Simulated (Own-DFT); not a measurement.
Si3N4 (beta silicon nitride, strained, atoms displaced) (calculated)

Computed with Own-DFT development build. A calculation, not a measurement: plane-wave PBE density functional theory by an unreviewed code, no spin, of a simulated periodic cell, stress positive in tension, free energy of the whole cell less one offset for each atom, forces on such cells moved up to 12 meV/angstrom on a denser k mesh; offsets are fitted by least squares, one for each functional and potential file, so energies compare only between cells with the same atoms and settings and are not formation energies; the far tail of each file's local potential was reset to the Coulomb form; each entry is a single point on an unrelaxed cell, so the pressure reflects the starting lattice, mostly measured values (interpolated for alloys), from which strain is counted, and rises with the displacements; printed positions are rounded, which can move forces by about a meV/angstrom; the program, named Own-DFT, is a retired in-house code; no spin-orbit coupling; before rounding, a Quantum ESPRESSO 7.3.1 run of the same cell and cutoff gave forces within 1 meV/angstrom rms on each cell, which checks the program and not the settings.

Settings shared by all entries: functional PBE; potential files PseudoDojo norm-conserving, scalar-relativistic, standard set; wave cutoff 42 hartree; occupations Fermi-Dirac; smearing width 0.1 eV; k mesh 2 x 2 x 4 centred on Gamma.

(1) 
```cif
# cell vector a (Å): 15.2129 -0.1332 -0.1471
# cell vector b (Å): -7.7218 13.3246 0.1781
# cell vector c (Å): -0.0562 0.0462 5.8276
data_Si3N4
_symmetry_space_group_name_H-M 'P 1'
_symmetry_Int_Tables_number 1
_cell_length_a 15.2142
_cell_length_b 15.4014
_cell_length_c 5.8281
_cell_angle_alpha 88.667
_cell_angle_beta 91.110
_cell_angle_gamma 120.598
_cell_volume 1175.11
loop_
_atom_site_label
_atom_site_type_symbol
_atom_site_fract_x
_atom_site_fract_y
_atom_site_fract_z
_atom_site_occupancy
Si1 Si 0.08964 0.38549 0.12232 1
Si2 Si 0.11358 0.19383 0.12030 1
Si3 Si 0.29669 0.40913 0.12212 1
Si4 Si 0.41264 0.11318 0.35624 1
Si5 Si 0.38226 0.30056 0.37865 1
Si6 Si 0.19792 0.08222 0.37888 1
N1 N 0.16757 0.01583 0.13567 1
N2 N 0.48017 0.15175 0.11918 1
N3 N 0.34869 0.33154 0.12617 1
N4 N 0.33032 0.48297 0.38281 1
N5 N 0.01799 0.34890 0.38748 1
N6 N 0.15378 0.16426 0.36889 1
N7 N 0.15709 0.32250 0.11498 1
N8 N 0.32565 0.16545 0.36048 1
Si7 Si 0.09245 0.39701 0.61517 1
Si8 Si 0.11776 0.19952 0.63796 1
Si9 Si 0.29917 0.41323 0.61990 1
Si10 Si 0.41259 0.11475 0.86383 1
Si11 Si 0.38794 0.30082 0.86929 1
Si12 Si 0.21032 0.09421 0.88387 1
N9 N 0.16224 0.01489 0.63131 1
N10 N 0.48792 0.15171 0.62037 1
N11 N 0.34823 0.33313 0.64086 1
N12 N 0.33434 0.48801 0.88206 1
N13 N 0.01389 0.34906 0.86198 1
N14 N 0.14700 0.16277 0.88351 1
N15 N 0.15882 0.33402 0.61522 1
N16 N 0.33452 0.16995 0.85700 1
Si13 Si 0.08813 0.87768 0.12905 1
Si14 Si 0.11139 0.69586 0.11467 1
Si15 Si 0.30164 0.91326 0.12326 1
Si16 Si 0.41148 0.61061 0.37770 1
Si17 Si 0.38287 0.79621 0.36508 1
Si18 Si 0.20302 0.58225 0.37104 1
N17 N 0.16207 0.51875 0.12098 1
N18 N 0.48270 0.64962 0.12144 1
N19 N 0.34156 0.82694 0.13041 1
N20 N 0.32792 0.98254 0.36753 1
N21 N 0.00925 0.84603 0.36807 1
N22 N 0.15457 0.67038 0.38754 1
N23 N 0.16726 0.83278 0.11643 1
N24 N 0.33222 0.67146 0.36878 1
Si19 Si 0.08383 0.88395 0.62868 1
Si20 Si 0.12049 0.70128 0.62956 1
Si21 Si 0.30083 0.91617 0.62163 1
Si22 Si 0.41136 0.61491 0.87151 1
Si23 Si 0.38486 0.79329 0.87531 1
Si24 Si 0.19978 0.58649 0.88150 1
N25 N 0.15835 0.51152 0.63305 1
N26 N 0.48925 0.65094 0.61477 1
N27 N 0.34700 0.83385 0.62078 1
N28 N 0.33947 0.99038 0.87330 1
N29 N 0.01766 0.85076 0.86948 1
N30 N 0.15098 0.66381 0.88305 1
N31 N 0.16277 0.83610 0.62893 1
N32 N 0.32973 0.66995 0.88208 1
Si25 Si 0.58179 0.38175 0.12279 1
Si26 Si 0.62267 0.20742 0.10003 1
Si27 Si 0.80122 0.41332 0.14355 1
Si28 Si 0.91574 0.11564 0.36418 1
Si29 Si 0.88703 0.30125 0.37771 1
Si30 Si 0.69704 0.08608 0.37652 1
N33 N 0.65905 0.01530 0.12012 1
N34 N 0.98001 0.14546 0.13614 1
N35 N 0.84495 0.33326 0.12726 1
N36 N 0.83528 0.48348 0.37327 1
N37 N 0.51440 0.34326 0.36719 1
N38 N 0.65182 0.17162 0.36321 1
N39 N 0.66226 0.33030 0.11289 1
N40 N 0.83055 0.16915 0.36131 1
Si31 Si 0.58541 0.38455 0.63093 1
Si32 Si 0.61292 0.19823 0.60806 1
Si33 Si 0.79867 0.40901 0.61755 1
Si34 Si 0.91897 0.11800 0.87243 1
Si35 Si 0.88788 0.30034 0.89299 1
Si36 Si 0.70728 0.08906 0.87746 1
N41 N 0.65826 0.00880 0.63700 1
N42 N 0.97889 0.15204 0.62081 1
N43 N 0.85135 0.33990 0.61107 1
N44 N 0.83214 0.48898 0.86225 1
N45 N 0.51418 0.34854 0.87406 1
N46 N 0.64452 0.16230 0.88156 1
N47 N 0.66359 0.33178 0.62836 1
N48 N 0.82911 0.16139 0.85339 1
Si37 Si 0.58289 0.89135 0.11504 1
Si38 Si 0.61895 0.70328 0.12053 1
Si39 Si 0.79213 0.91258 0.13326 1
Si40 Si 0.90557 0.61621 0.38130 1
Si41 Si 0.88366 0.79915 0.36699 1
Si42 Si 0.69943 0.58833 0.37183 1
N49 N 0.67077 0.51665 0.12164 1
N50 N 0.98315 0.65298 0.13543 1
N51 N 0.85668 0.83715 0.13128 1
N52 N 0.83008 0.98275 0.35445 1
N53 N 0.52040 0.84555 0.37675 1
N54 N 0.65404 0.66673 0.37193 1
N55 N 0.66128 0.82457 0.11650 1
N56 N 0.83307 0.66533 0.36718 1
Si43 Si 0.58641 0.88432 0.63344 1
Si44 Si 0.60869 0.69976 0.63637 1
Si45 Si 0.79616 0.90794 0.62601 1
Si46 Si 0.90972 0.61017 0.86472 1
Si47 Si 0.88841 0.79795 0.88170 1
Si48 Si 0.70469 0.59120 0.86543 1
N57 N 0.66710 0.52245 0.61076 1
N58 N 0.97866 0.64314 0.62384 1
N59 N 0.85286 0.83195 0.62171 1
N60 N 0.83499 0.98466 0.87212 1
N61 N 0.51210 0.85062 0.86117 1
N62 N 0.64864 0.66810 0.86317 1
N63 N 0.66336 0.83149 0.62403 1
N64 N 0.83277 0.66566 0.86119 1
_calc_free_energy_of_cell_above_offsets '-7.230'  # eV
_calc_pressure 6.35  # GPa
_calc_stress_xx -5.74  # GPa
_calc_stress_yy -5.17  # GPa
_calc_stress_zz -8.14  # GPa
_calc_stress_yz 2.34  # GPa
_calc_stress_xz -1.66  # GPa
_calc_stress_xy -2.3  # GPa
```

Force:
```tsv
element	x (eV/Å)	y (eV/Å)	z (eV/Å)
Si	-0.823	-1.755	-0.06
Si	-2.095	1.681	2.79
Si	-1.536	-0.822	0.256
Si	-2.568	1.107	2.339
Si	2.042	-3.434	0.358
Si	1.111	0.236	0.39
N	-0.362	-1.38	-1.95
N	2.478	0.745	-1.645
N	-1.024	1.592	-1.207
N	0.339	0.095	-2.506
N	-1.372	0.388	-3.874
N	-2.099	0.732	2.252
N	1.816	2.734	0.168
N	2.659	1.225	0.706
Si	-0.129	-8.912	1.995
Si	-2.838	1.951	-4.146
Si	-2.542	-1.924	3.122
Si	-0.126	2.245	0.323
Si	0.369	-2.541	3.149
Si	-1.087	-3.993	-0.219
N	-0.126	0.63	0.988
N	-2.465	-1.709	-1.243
N	-1.687	1.747	-3.75
N	0.064	-1.859	-1.509
N	0.988	1.193	2.124
N	1.575	-0.859	-0.946
N	4.058	-0.225	0.563
N	1.388	1.202	0.145
Si	-1.422	1.66	-0.381
Si	-1.14	2.704	3.662
Si	-2.216	-0.626	-0.699
Si	-0.898	2.942	-2.022
Si	1.098	1.267	3.042
Si	-1.805	3.516	1.717
N	0.483	-3.062	1.587
N	0.347	-0.572	0.408
N	0.933	1.166	-2.853
N	1.269	1.165	0.107
N	2.991	1.47	0.991
N	1.35	-2.21	-2.389
N	1.95	-1.251	0.065
N	2.351	-4.155	0.628
Si	0.472	0.275	-1.867
Si	-3.821	2.05	-0.66
Si	-1.892	-1.456	0.699
Si	-0.288	1.759	0.475
Si	-3.273	2.236	-0.593
Si	0.652	1.315	-2.091
N	1.187	8.035	-0.221
N	-5.852	-3.089	1.343
N	0.968	-0.121	0.208
N	0.236	-2.909	-0.411
N	-0.785	-0.429	2.315
N	-0.137	-0.457	-1.053
N	2.85	-1.273	-0.168
N	2.244	-3.432	-0.835
Si	3.282	1.624	0.283
Si	-3.951	0.339	4.085
Si	-3.762	0.481	-4.57
Si	-4.955	-1.477	3.656
Si	0.218	-1.843	0.328
Si	0.992	0.473	0.289
N	0.231	1.104	1.212
N	3.376	1.67	-4.604
N	1.935	-0.297	-0.204
N	-0.076	0.943	0.805
N	-2.008	0.55	2.296
N	1.152	-1.762	0.159
N	0.874	2.332	0.591
N	1.048	-0.719	0.122
Si	2.128	0.955	-2.112
Si	0.413	2.716	1.794
Si	-3.638	2.009	1.83
Si	-3.271	-2.099	0.142
Si	-1.537	-1.987	-3.437
Si	-3.213	-1.432	-0.791
N	-0.016	3.757	-1.21
N	3.591	0.488	-0.163
N	2.696	-1.961	2.446
N	0.692	-4.922	1.545
N	-0.299	0.647	-0.464
N	3.187	-1.788	-4.876
N	0.864	-0.034	-0.431
N	2.757	3.905	1.149
Si	2.476	-3.616	1.385
Si	-0.774	-1.512	0.509
Si	1.206	-2.829	-4.311
Si	2.759	-0.548	-1.145
Si	0.91	-2.816	2.835
Si	2.081	0.673	-2.422
N	-1.478	-1.019	-0.506
N	-0.013	-1.065	-1.821
N	-3.285	1.367	-3.484
N	0.28	2.001	4.865
N	-2.93	-0.038	-1.178
N	-2.426	0.899	0.628
N	-1.231	4.563	0.046
N	-2.933	1.323	0.017
Si	1.643	-1.234	-2.637
Si	4.414	3.743	-4.328
Si	-0.029	0.468	-0.361
Si	-0.579	3.101	2.13
Si	-0.53	-0.909	-0.702
Si	-0.114	-0.794	0.493
N	-0.744	-3.979	3.162
N	2.866	1.542	-0.056
N	-1.624	1.27	0.489
N	0.215	-0.177	0.015
N	-0.037	-0.242	2.682
N	2.155	-1.788	3.265
N	0.625	-0.112	0.32
N	0.525	1.446	0.62
```

(2) 
```cif
# cell vector a (Å): 14.9151 0.1863 0.0776
# cell vector b (Å): -7.2963 12.9397 -0.2513
# cell vector c (Å): 0.0297 -0.0939 5.7027
data_Si3N4
_symmetry_space_group_name_H-M 'P 1'
_symmetry_Int_Tables_number 1
_cell_length_a 14.9165
_cell_length_b 14.8572
_cell_length_c 5.7036
_cell_angle_alpha 91.937
_cell_angle_beta 89.415
_cell_angle_gamma 118.703
_cell_volume 1108.03
loop_
_atom_site_label
_atom_site_type_symbol
_atom_site_fract_x
_atom_site_fract_y
_atom_site_fract_z
_atom_site_occupancy
Si1 Si 0.08782 0.39019 0.11718 1
Si2 Si 0.11996 0.20010 0.12417 1
Si3 Si 0.29973 0.41206 0.11629 1
Si4 Si 0.41406 0.11719 0.36941 1
Si5 Si 0.38331 0.29243 0.36964 1
Si6 Si 0.20263 0.08195 0.37562 1
N1 N 0.16789 0.01492 0.12600 1
N2 N 0.48374 0.14789 0.13748 1
N3 N 0.34308 0.33069 0.12090 1
N4 N 0.33394 0.48381 0.37450 1
N5 N 0.00909 0.34734 0.37343 1
N6 N 0.14971 0.17228 0.38122 1
N7 N 0.15996 0.32322 0.13603 1
N8 N 0.33554 0.17284 0.34878 1
Si7 Si 0.08874 0.38914 0.62970 1
Si8 Si 0.12193 0.20259 0.62233 1
Si9 Si 0.30083 0.41977 0.62817 1
Si10 Si 0.41230 0.11172 0.86229 1
Si11 Si 0.38373 0.30155 0.88183 1
Si12 Si 0.19956 0.08365 0.87159 1
N9 N 0.17131 0.01703 0.61849 1
N10 N 0.48058 0.14994 0.63336 1
N11 N 0.35084 0.33094 0.62536 1
N12 N 0.32653 0.47910 0.85894 1
N13 N 0.01139 0.35116 0.88059 1
N14 N 0.15277 0.16119 0.87342 1
N15 N 0.16498 0.32810 0.62834 1
N16 N 0.33046 0.16920 0.89140 1
Si13 Si 0.08176 0.88689 0.12386 1
Si14 Si 0.11574 0.70014 0.11296 1
Si15 Si 0.29495 0.91135 0.13556 1
Si16 Si 0.41455 0.61526 0.38705 1
Si17 Si 0.38393 0.79668 0.36948 1
Si18 Si 0.20972 0.59208 0.37239 1
N17 N 0.16536 0.51311 0.12957 1
N18 N 0.48318 0.65104 0.12601 1
N19 N 0.34569 0.83404 0.13386 1
N20 N 0.34035 0.98592 0.38197 1
N21 N 0.00948 0.84349 0.38154 1
N22 N 0.15715 0.66446 0.38785 1
N23 N 0.17077 0.83746 0.12328 1
N24 N 0.32590 0.66804 0.37079 1
Si19 Si 0.09061 0.89011 0.62650 1
Si20 Si 0.11135 0.69808 0.62388 1
Si21 Si 0.29382 0.90766 0.61490 1
Si22 Si 0.41772 0.61400 0.86632 1
Si23 Si 0.38671 0.80299 0.86099 1
Si24 Si 0.19867 0.58501 0.86613 1
N25 N 0.16925 0.52016 0.62349 1
N26 N 0.48236 0.65020 0.61600 1
N27 N 0.35293 0.83374 0.61396 1
N28 N 0.33321 0.98511 0.86324 1
N29 N 0.01479 0.84803 0.86921 1
N30 N 0.15632 0.66744 0.86680 1
N31 N 0.16476 0.82871 0.61993 1
N32 N 0.33513 0.66554 0.87605 1
Si25 Si 0.58329 0.37778 0.10593 1
Si26 Si 0.61890 0.20248 0.12325 1
Si27 Si 0.79745 0.40978 0.11765 1
Si28 Si 0.91789 0.11501 0.36700 1
Si29 Si 0.88140 0.29490 0.37256 1
Si30 Si 0.70509 0.08937 0.38142 1
N33 N 0.66463 0.01742 0.10797 1
N34 N 0.98424 0.14909 0.12759 1
N35 N 0.85417 0.33246 0.13581 1
N36 N 0.83087 0.48856 0.37544 1
N37 N 0.51171 0.34644 0.37951 1
N38 N 0.65183 0.16169 0.36380 1
N39 N 0.66389 0.33191 0.11921 1
N40 N 0.83437 0.16445 0.37107 1
Si31 Si 0.58578 0.38287 0.60995 1
Si32 Si 0.61660 0.20627 0.62521 1
Si33 Si 0.79483 0.41360 0.62894 1
Si34 Si 0.91579 0.11312 0.88610 1
Si35 Si 0.88070 0.29708 0.88697 1
Si36 Si 0.70466 0.08851 0.87698 1
N41 N 0.66636 0.00712 0.61844 1
N42 N 0.98355 0.15362 0.64043 1
N43 N 0.85450 0.33083 0.62604 1
N44 N 0.83181 0.48567 0.85929 1
N45 N 0.51899 0.34882 0.87227 1
N46 N 0.66001 0.16948 0.87793 1
N47 N 0.67379 0.33623 0.62602 1
N48 N 0.83489 0.16884 0.87058 1
Si37 Si 0.58611 0.88257 0.12384 1
Si38 Si 0.61340 0.70103 0.14735 1
Si39 Si 0.79884 0.91382 0.14824 1
Si40 Si 0.91070 0.61444 0.37276 1
Si41 Si 0.88225 0.80045 0.38485 1
Si42 Si 0.70207 0.58669 0.36082 1
N49 N 0.67475 0.51939 0.12125 1
N50 N 0.98722 0.65027 0.12094 1
N51 N 0.85449 0.83462 0.11041 1
N52 N 0.83556 0.98029 0.36549 1
N53 N 0.51819 0.85438 0.37915 1
N54 N 0.65062 0.66365 0.39234 1
N55 N 0.66558 0.83564 0.11039 1
N56 N 0.83495 0.67154 0.36696 1
Si43 Si 0.58968 0.88522 0.63212 1
Si44 Si 0.61723 0.70818 0.63548 1
Si45 Si 0.79694 0.91666 0.62234 1
Si46 Si 0.92128 0.61523 0.86170 1
Si47 Si 0.88584 0.79482 0.88160 1
Si48 Si 0.70376 0.58652 0.87686 1
N57 N 0.67142 0.51535 0.61897 1
N58 N 0.98226 0.65152 0.62304 1
N59 N 0.84501 0.82812 0.64719 1
N60 N 0.82827 0.98582 0.88706 1
N61 N 0.52102 0.84835 0.87882 1
N62 N 0.65039 0.66713 0.88070 1
N63 N 0.66722 0.83117 0.63829 1
N64 N 0.83783 0.66884 0.87996 1
_calc_free_energy_of_cell_above_offsets '-0.167'  # eV
_calc_pressure 23.23  # GPa
_calc_stress_xx -19.2  # GPa
_calc_stress_yy -20.54  # GPa
_calc_stress_zz -29.96  # GPa
_calc_stress_yz -7.27  # GPa
_calc_stress_xz 2.22  # GPa
_calc_stress_xy 4.15  # GPa
```

Force:
```tsv
element	x (eV/Å)	y (eV/Å)	z (eV/Å)
Si	0.225	-4.671	2.661
Si	-2.693	-0.092	-0.169
Si	-4.88	-0.471	0.847
Si	-1.424	-0.792	2.008
Si	-1.843	3.91	0.628
Si	-0.071	4.841	-0.829
N	-0.909	-1.048	-1.268
N	2.489	0.979	-4.062
N	1.659	0.357	2.439
N	0.358	1.233	-0.44
N	2.722	2.12	0.036
N	5.669	-4.819	-3.851
N	0.505	5.363	-1.089
N	0.097	-6.809	1.34
Si	-0.637	-2.661	-1.321
Si	-4.951	0.863	4.968
Si	-0.686	-8.052	-7.047
Si	-3.081	0.645	5.049
Si	2.369	-2.68	-2.969
Si	3.943	1.317	1.885
N	-0.27	-1.513	0.116
N	3.743	2.26	-3.324
N	-1.602	1.839	-0.217
N	1.266	5.916	7.982
N	0.807	1.248	-1.339
N	-2.412	0.872	-0.536
N	0.039	4.054	0.346
N	1.792	-1.234	-1.417
Si	2.002	-1.83	1.051
Si	0.85	2.161	3.473
Si	-0.034	2.384	-2.582
Si	-4.201	-0.629	-5.224
Si	2.157	-0.061	-1.427
Si	-1.773	-4.887	0.447
N	0.26	2.705	-1.851
N	0.766	-0.714	0.893
N	1.887	-0.463	-2.663
N	-0.899	0.565	-0.163
N	1.767	2.461	-0.583
N	-4.664	1.961	-2.944
N	-2.995	-2.344	0.066
N	7.569	1.742	0.121
Si	-0.023	-3.238	-0.822
Si	0.676	1.158	-0.571
Si	-0.095	0.682	1.126
Si	-3.281	-0.087	1.906
Si	1.651	-2.662	3.036
Si	4.384	0.951	3.703
N	0.054	-3.083	-2.516
N	3.708	1.563	3.231
N	-1.941	1.427	1.79
N	0.153	-1.787	1.903
N	0.781	1.338	0.051
N	-2.507	0.905	0.11
N	-0.541	1.054	0.053
N	-0.716	0.532	-0.376
Si	0.996	3.369	4.989
Si	-1.631	-0.75	0.441
Si	-1.103	1.523	0.634
Si	-1.714	0.538	3.881
Si	3.064	-1.866	2.268
Si	2.68	-3.155	-1.582
N	-0.192	-1.835	3.338
N	3.477	0.61	0.005
N	-5.044	2.779	-0.811
N	0.779	-2.511	-0.556
N	0.558	0.555	-3.778
N	-3.123	2.321	2.455
N	2.652	-0.142	0.301
N	-0.215	-0.755	-0.018
Si	1.849	2.005	2.325
Si	1.092	-1.425	0.139
Si	3.698	-0.524	-4.02
Si	-3.134	0.332	-1.829
Si	2.953	-1.642	-3.761
Si	3.495	-1.231	-1.658
N	-0.033	4.902	0.164
N	2.608	-0.515	-2.514
N	-4.452	2.453	1.362
N	1.222	1.074	4.81
N	-3.565	-0.994	-3.311
N	-3.507	1.568	-2.382
N	-3.909	-2.469	-0.537
N	0.218	-1.295	0.535
Si	0.016	3.002	1.636
Si	0.467	1.713	-2.251
Si	-1.296	-5.538	-10.99
Si	-0.963	1.535	-1.196
Si	-0.027	-1.305	-1.115
Si	2.798	1.21	4.216
N	-1.283	-4.721	-1.875
N	0.567	-0.649	0.376
N	-3.036	2.136	6.228
N	0.685	5.545	8.275
N	-1.269	-1.304	-0.452
N	-1.591	0.795	-1.424
N	3.119	-1.903	2.117
N	-0.475	-1.55	0.264
Si	-0.43	-1.706	-1.057
Si	0.931	-2.637	1.009
Si	0.401	-1.346	2.986
Si	-4.812	-0.871	3.73
Si	0.995	-1.342	-2.697
Si	1.354	1.845	-1.531
N	-0.988	-0.904	-0.685
N	2.924	0.724	-2.47
N	-1.864	2.367	-2.871
N	0.963	-0.519	-0.212
N	-4.117	-1.347	-1.685
N	-0.276	-0.907	0.82
N	-0.161	2.581	-1.283
N	0.435	-2.608	-0.412
```
